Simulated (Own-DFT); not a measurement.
# Response to strain: zincblende InP, 96 atoms (In48P48)

Calculated results; nothing here was measured. They come from Own-DFT, an in-house plane-wave density functional program, since retired, whose code no person has reviewed. Each row is one single-point run on a periodic cell that was not relaxed, without spin or spin-orbit coupling.

Settings of every run: PBE; PseudoDojo norm-conserving scalar-relativistic files; cutoff 36 hartree; 2 x 3 x 3 k mesh centred on Gamma; Fermi-Dirac smearing of 0.1 eV.

Known limits: forces not confirmed at this smearing and k mesh; stress not checked against mesh or cutoff.

Unstrained cell vectors in Å: (17.606, 0.000, 0.000); (0.000, 11.737, 0.000); (0.000, 0.000, 11.737). The unstrained cell has measured lattice constants (interpolated for alloys), not those of this functional. That, the random moves and any unrelaxed bonds set the pressure at no strain. Each run strains this cell uniformly, with the atoms carried along. Every atom was also moved at random, by a Gaussian of width 0.05 Å on each axis. Strain is the symmetric tensor, in per cent. Stress is positive in tension, and the pressure is minus a third of its trace.

| run | e_xx (%) | e_yy (%) | e_zz (%) | e_yz (%) | e_xz (%) | e_xy (%) | s_xx (GPa) | s_yy (GPa) | s_zz (GPa) | s_yz (GPa) | s_xz (GPa) | s_xy (GPa) | P (GPa) | E (meV/atom) |
|---|---|---|---|---|---|---|---|---|---|---|---|---|---|---|
| 1 | -1.06 | 1.46 | 1.21 | 1.77 | 0.81 | 1.63 | -3.31 | -2.43 | -2.48 | 2.65 | 0.10 | 2.92 | 2.74 | 11.6 |
| 2 | -1.37 | 0.05 | 0.06 | 0.76 | -1.22 | 1.01 | -5.03 | -4.58 | -4.54 | 0.97 | -2.16 | 1.82 | 4.71 | 22.7 |
| 3 | 1.63 | -0.50 | -0.88 | 0.05 | -1.86 | 0.52 | -2.86 | -3.81 | -3.93 | 0.22 | -2.34 | 0.42 | 3.53 | 13.0 |
| 4 | -0.72 | -0.86 | -0.70 | 1.28 | -1.23 | 1.81 | -5.68 | -5.71 | -5.64 | 1.81 | -1.78 | 2.84 | 5.68 | 38.3 |
| 5 | 1.16 | -1.25 | 0.24 | 1.17 | -0.10 | -1.88 | -3.26 | -4.20 | -3.61 | 1.56 | 0.00 | -2.60 | 3.69 | 13.9 |
| 6 | -0.62 | -0.10 | -1.18 | 1.71 | -1.60 | -0.94 | -5.42 | -5.30 | -5.69 | 2.69 | -2.42 | -2.05 | 5.47 | 34.8 |
| 7 | -0.15 | 1.50 | -1.74 | -0.24 | 1.11 | -0.67 | -3.93 | -3.25 | -4.58 | -0.51 | 1.09 | -0.56 | 3.92 | 12.8 |
| 8 | -1.81 | 1.75 | 0.74 | -0.05 | -0.66 | 1.73 | -3.90 | -2.63 | -3.10 | 0.34 | -1.06 | 2.56 | 3.21 | 7.1 |
| 9 | -0.51 | -1.97 | 1.67 | 1.15 | 1.46 | 1.21 | -4.49 | -5.02 | -3.58 | 1.14 | 2.28 | 1.63 | 4.37 | 21.5 |
| 10 | 0.83 | 0.03 | -1.28 | -0.71 | -1.48 | 0.92 | -3.68 | -3.93 | -4.42 | -0.79 | -2.12 | 1.38 | 4.01 | 12.9 |
| 11 | -1.45 | 1.76 | -0.07 | 0.00 | 0.18 | -0.51 | -4.06 | -2.86 | -3.55 | -0.05 | 0.57 | -0.58 | 3.49 | 8.0 |
| 12 | 0.88 | 0.29 | 1.64 | -1.34 | 1.12 | -0.23 | -1.78 | -1.96 | -1.52 | -1.46 | 1.67 | -0.24 | 1.75 | 0.0 |
| 13 | -0.88 | 1.61 | -1.80 | 1.18 | 0.62 | -0.19 | -4.74 | -3.83 | -5.10 | 1.98 | 0.58 | 0.30 | 4.55 | 23.0 |
| 14 | -1.86 | -1.53 | 1.54 | 1.22 | -0.37 | 0.80 | -5.64 | -5.54 | -4.35 | 1.47 | -0.56 | 1.74 | 5.17 | 27.9 |
| 15 | -0.39 | 0.36 | -1.23 | -1.35 | -0.38 | -0.75 | -4.75 | -4.58 | -5.05 | -2.17 | -0.29 | -0.96 | 4.79 | 26.4 |
| 16 | 1.09 | 0.37 | -0.72 | -0.86 | -0.89 | -0.60 | ? | ? | ? | ? | ? | ? | ? | ? |

E is the free energy for each atom above the lowest run shown.

## Worked fit

Each stress component was fitted by least squares to a constant and the strains of the runs shown, as fractions, with shears doubled. Shear strains stay in the fit of a normal stress only where such slopes are resolved. The slopes, in GPa:

| stress | at no strain | per e_xx | per e_yy | per e_zz | scatter |
|---|---|---|---|---|---|
| s_xx | -3.8 | 102 ± 3 | 66 ± 3 | 62 ± 3 | 0.13 |
| s_yy | -3.8 | 65 ± 4 | 104 ± 3 | 63 ± 3 | 0.14 |
| s_zz | -3.8 | 63 ± 3 | 63 ± 3 | 99 ± 3 | 0.12 |

Each shear stress against twice its own strain: yz 74 ± 3, xz 68 ± 5, xy 76 ± 5 GPa. These are stiffnesses along x, y and z of the frame in which the cell vectors are given, which need not be the crystal's axes. The atoms are held to the strained lattice; where symmetry lets them move under strain, relaxing them would lower some slopes. The table should be nearly symmetric about its diagonal, and what it lacks of that shows the noise. A ninth of its sum, 76 ± 2 GPa, estimates the bulk modulus near the mean pressure of these runs, 4.1 GPa, so it lies above the value at zero pressure.

## Withheld run

Question: what normal stresses and pressure should run 16 give?

The fit gives s_xx = -2.9, s_yy = -3.2, s_zz = -3.6 and P = 3.2 GPa. The calculation gave -2.84, -3.03, -3.46 and P = 3.11 GPa.
